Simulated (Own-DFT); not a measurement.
# Strain and stress in wurtzite AlN, 72 atoms (Al36N36)

These are calculations, not measurements. They come from Own-DFT, an in-house plane-wave density functional program, since retired, whose code no person has reviewed. Each row is one single-point run on a periodic cell that was not relaxed, without spin or spin-orbit coupling.

Settings of every run: PBE; PseudoDojo norm-conserving scalar-relativistic files; cutoff 42 hartree; 3 x 3 x 2 k mesh centred on Gamma; Fermi-Dirac smearing of 0.1 eV.

Known limits: forces on such cells moved up to 12 meV/angstrom on a denser k mesh; stress not checked against mesh or cutoff.

Unstrained cell vectors in Å: (9.336, 0.000, 0.000); (-4.668, 8.085, 0.000); (0.000, 0.000, 9.964). The unstrained cell has measured lattice constants (interpolated for alloys), not those of this functional. That, the random moves and any unrelaxed bonds set the pressure at no strain. Each run strains this cell uniformly, with the atoms carried along. Every atom was also moved at random, by a Gaussian of width 0.05 Å on each axis. Strain is the symmetric tensor, in per cent. Stress is positive in tension, and the pressure is minus a third of its trace.

```
run,e_xx (%),e_yy (%),e_zz (%),e_yz (%),e_xz (%),e_xy (%),s_xx (GPa),s_yy (GPa),s_zz (GPa),s_yz (GPa),s_xz (GPa),s_xy (GPa),P (GPa),E (meV/atom)
1,-1.66,1.69,0.11,-0.47,-0.77,1.28,-12.83,1.07,-6.05,-0.66,-2.22,6.08,5.94,21.5
2,1.94,-0.11,-1.26,-0.58,0.36,-1.56,0.95,-4.88,-9.02,-2.04,0.87,-6.64,4.32,7.9
3,0.70,-1.37,-1.37,1.02,-0.97,0.57,-4.85,-12.87,-13.20,4.00,-1.56,0.02,10.31,29.7
4,-1.44,0.84,-0.41,-0.57,1.60,1.29,-12.51,-5.21,-7.14,-1.16,3.49,4.84,8.29,33.4
5,-0.17,1.34,1.46,-0.09,0.94,0.26,-3.29,1.42,0.73,-0.66,2.12,1.13,0.38,4.1
6,1.88,1.19,-0.35,-1.90,-0.41,-0.51,4.05,0.72,-5.30,-5.29,-1.08,-0.35,0.18,12.1
7,0.29,1.31,-0.41,-1.80,1.02,-1.26,-3.74,-1.44,-4.44,-3.91,3.35,-5.49,3.21,15.0
8,0.71,-1.53,0.54,-0.10,1.78,1.30,-2.42,-11.86,-5.62,-0.28,5.38,4.19,6.63,27.6
9,0.43,-0.44,-1.69,-0.66,1.90,-0.37,-5.81,-8.02,-14.58,-2.26,4.81,-0.37,9.47,29.8
10,-0.85,0.95,1.17,0.49,0.77,0.36,-7.61,-1.15,-0.04,2.24,1.04,2.15,2.94,0.5
11,-0.81,-0.41,0.49,-0.76,0.10,-1.16,-9.98,-8.54,-5.13,-2.99,-0.54,-6.79,7.88,27.1
12,-1.05,0.93,-0.15,0.25,-1.48,-0.54,-12.29,-1.59,-7.33,-0.07,-4.20,-1.93,7.07,38.2
13,1.47,1.53,1.85,1.09,1.35,-0.72,4.32,2.80,5.03,2.62,2.95,-1.71,-4.05,0.0
14,-1.43,-1.33,-1.60,0.94,1.88,-1.76,-14.63,-17.29,-17.37,2.57,6.10,-7.14,16.43,63.4
15,1.45,-1.32,1.82,-0.61,1.76,-0.96,0.79,-9.60,1.38,-0.88,4.31,-3.37,2.48,27.3
16,1.77,0.32,-0.90,-0.50,0.99,-1.04,2.42,-1.53,-11.33,-1.17,3.11,-3.33,3.48,17.3
17,-1.85,1.17,1.85,-1.89,1.26,-1.92,-12.11,-3.40,2.57,-5.17,4.01,-5.18,4.31,38.3
18,-0.97,0.95,0.22,-0.46,-1.70,-1.64,?,?,?,?,?,?,?,?
```

E is the free energy for each atom above the lowest run shown.

## Worked fit

Each stress component was fitted by least squares to a constant and the strains of the runs shown, as fractions, with shears doubled. Shear strains stay in the fit of a normal stress only where such slopes are resolved. The slopes, in GPa:

```
stress,at no strain,per e_xx,per e_yy,per e_zz,scatter
s_xx,-5.9,479 ± 16,77 ± 20,100 ± 18,0.83
s_yy,-6.3,131 ± 24,481 ± 30,55 ± 27,1.25
s_zz,-6.4,76 ± 23,128 ± 29,454 ± 26,1.23
```

Each shear stress against twice its own strain: yz 134 ± 11, xz 132 ± 9, xy 190 ± 14 GPa. These are stiffnesses along x, y and z of the frame in which the cell vectors are given, which need not be the crystal's axes. The atoms are held to the strained lattice; where symmetry lets them move under strain, relaxing them would lower some slopes. The table should be nearly symmetric about its diagonal, and what it lacks of that shows the noise. A ninth of its sum, 220 ± 5 GPa, estimates the bulk modulus near the mean pressure of these runs, 5.3 GPa, so it lies above the value at zero pressure.

## Withheld run

Question: what normal stresses and pressure should run 18 give?

The fit gives s_xx = -9.7, s_yy = -2.9, s_zz = -5.0 and P = 5.8 GPa. The calculation gave -8.32, -2.53, -5.90 and P = 5.58 GPa.
